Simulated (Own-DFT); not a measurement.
Simulation results for Al₃GaN₄ (wurtzite random alloy, strained, atoms displaced)

All values are calculated (Own-DFT development build). A calculation, not a measurement: plane-wave PBE density functional theory by an unreviewed code, no spin, of a simulated periodic cell, stress positive in tension, free energy of the whole cell less one offset for each atom, forces on such cells passed a denser k mesh, this cell's mesh not checked; offsets are fitted by least squares, one for each functional and potential file, so energies compare only between cells with the same atoms and settings and are not formation energies; the far tail of each file's local potential was reset to the Coulomb form; each entry is a single point on an unrelaxed cell, so the pressure reflects the starting lattice, mostly measured values, from which strain is counted, and rises with the displacements; printed positions are rounded, which can move forces by about a meV/angstrom; the program is a retired in-house code; no spin-orbit coupling.

Entry: Al₃GaN₄ (wurtzite random alloy, strained, atoms displaced)

```
Al3GaN4
1.0
      9.3938     0.0000    -0.0705
     -4.6969     8.1352     0.0352
     -0.0755     0.0000    10.0655
Al N Al N Ga Al N Al N Ga Al N Al N Al N Al N Ga Al N Al N Al Ga N Al Ga N Ga Al N Al N Al N Ga N Al Ga N Al N
2 2 2 2 1 1 2 2 2 1 1 2 2 2 2 2 2 2 1 1 2 2 2 1 1 2 1 1 2 1 1 2 2 2 2 2 2 2 1 1 2 2 2
Direct
  0.11662 0.22687 0.00078
  0.23047 0.11513 0.24298
  0.11237 0.22719 0.19807
  0.21995 0.11260 0.44024
  0.11111 0.21349 0.50404
  0.22350 0.10522 0.75390
  0.11282 0.22362 0.69551
  0.20817 0.10885 0.93414
  0.11326 0.55856 0.00205
  0.21816 0.43832 0.24838
  0.09618 0.55227 0.19292
  0.21956 0.43556 0.44371
  0.10925 0.55203 0.49361
  0.21667 0.44405 0.75097
  0.11780 0.56734 0.68423
  0.21215 0.43806 0.94647
  0.11281 0.87672 0.00188
  0.22652 0.78314 0.25664
  0.11107 0.87990 0.18499
  0.22531 0.78718 0.43520
  0.11192 0.89161 0.49845
  0.21762 0.76117 0.75255
  0.11193 0.88577 0.68515
  0.22821 0.78561 0.93808
  0.44369 0.22576 0.99085
  0.55343 0.11401 0.24669
  0.45239 0.21863 0.18478
  0.55932 0.10800 0.43952
  0.44015 0.21291 0.49376
  0.55928 0.10227 0.74588
  0.45395 0.22537 0.69382
  0.56114 0.11435 0.94086
  0.44254 0.56870 0.00231
  0.55244 0.44460 0.24469
  0.44619 0.55284 0.19163
  0.55972 0.44868 0.43668
  0.44104 0.55532 0.50206
  0.55936 0.44820 0.75712
  0.44457 0.55525 0.69550
  0.55154 0.43291 0.94091
  0.43934 0.87698 0.00251
  0.54768 0.76625 0.25552
  0.44797 0.88973 0.17621
  0.56042 0.77369 0.44533
  0.44612 0.88938 0.49894
  0.55616 0.78688 0.74941
  0.44014 0.88129 0.68897
  0.55555 0.77547 0.94051
  0.77522 0.22023 0.99773
  0.88348 0.12048 0.25173
  0.78108 0.22496 0.19420
  0.87892 0.10533 0.43837
  0.76941 0.21861 0.49536
  0.88125 0.11127 0.75472
  0.77943 0.22227 0.69318
  0.88896 0.10963 0.93407
  0.78694 0.56696 0.00202
  0.88861 0.44332 0.25671
  0.78099 0.55833 0.19130
  0.88943 0.44797 0.43710
  0.78252 0.55894 0.50156
  0.88442 0.44065 0.74870
  0.77315 0.55190 0.68727
  0.88482 0.43864 0.93597
  0.77609 0.88901 0.00224
  0.89596 0.78021 0.24563
  0.77755 0.89355 0.19597
  0.88444 0.76711 0.44244
  0.77305 0.88209 0.50791
  0.88711 0.77273 0.75498
  0.79035 0.89885 0.68519
  0.89600 0.78122 0.93986
```

* functional: PBE
* potential files: PseudoDojo norm-conserving, scalar-relativistic, standard set with the stringent files for Ga
* wave cutoff: 96 hartree
* occupations: Gaussian
* smearing width: 0.01 eV
* k mesh: 4 x 4 x 3 centred on Gamma
* free energy of cell above offsets: -22.933 eV
* pressure: 6.17 GPa
* stress xx: -4.51 GPa
* stress yy: -6.56 GPa
* stress zz: -7.43 GPa
* stress yz: -0.06 GPa
* stress xz: -2.24 GPa
* stress xy: 0.75 GPa

Force:
```tsv
element	x (eV/Å)	y (eV/Å)	z (eV/Å)
Al	-1.214	-1.638	0.393
Al	-0.869	-0.665	0.505
N	0.395	-1.627	-1.62
N	0.966	-0.816	-1.096
Al	-1.754	0.566	0.249
Al	-0.196	0.537	-1.497
N	-0.265	-0.385	-0.488
N	2.028	0.31	1.701
Ga	-1.204	-0.588	0.3
Al	-0.428	1.447	0.963
N	2.605	1.093	0.794
N	-0.456	0.933	-0.679
Al	0.36	0.523	0.342
Al	0.837	-0.162	-0.253
N	0.292	-3.401	-0.616
N	0.806	1.176	-1.413
Ga	-1.132	2.429	-0.611
Al	0.321	-0.91	-2.019
N	0.937	2.249	1.657
N	0.74	-0.835	1.175
Al	-0.526	-0.66	0.299
Al	-0.869	4.029	-0.344
N	0.141	-0.323	1.127
N	1.541	-1.721	-1.078
Al	0.399	-2.367	0.466
Al	2.186	-1.085	-0.089
N	-2.36	0.961	-0.145
N	-1.787	-0.512	-0.775
Al	0.18	1.905	1.374
Al	-1.429	1.169	0.991
N	-0.59	-0.971	-0.71
N	-1.98	-2.244	-1.003
Ga	1.134	-3.259	-0.294
Al	1.833	-0.184	0.843
N	-1.573	-1.124	-0.037
N	-1.337	-1.586	-0.311
Al	0.963	-0.978	0.518
Al	-0.391	-0.886	-1.16
N	-0.324	-0.291	-0.364
N	0.126	3.337	0.298
Al	0.472	2.471	-1.999
Ga	0.712	2.089	-0.104
N	-1.043	-0.198	3.695
N	-1.957	0.045	0.503
Al	0.248	-0.665	0.126
Ga	2.19	-1.564	-0.199
N	-1.525	1.313	-0.735
N	0.039	2.185	-0.031
Ga	0.912	0.181	0.892
Al	2.083	-1.784	0.581
N	-1.714	0.493	-0.072
N	0.738	0.363	0.841
Al	2.121	1	0.936
Al	2.158	0.354	-1.372
N	-0.479	-1.22	-1.788
N	0.465	-0.452	1.875
Al	-0.302	-2.323	0.057
Al	-1.235	0.03	-1.263
N	-0.444	-1.338	-0.861
N	0.98	-1.419	1.007
Ga	-0.718	-1.547	-0.229
Ga	0.34	0.796	-0.229
N	-0.441	1.051	1.83
N	-0.409	2.113	0.997
Al	0.638	0.698	0.438
Ga	-1.426	-0.06	1.434
N	0.044	0.29	-1.466
N	0.132	3.748	-0.418
Al	1.26	0.856	-2.216
Al	0.441	0.871	-1.58
N	-0.411	-1.037	2.065
N	-1.977	-0.787	-0.115
```
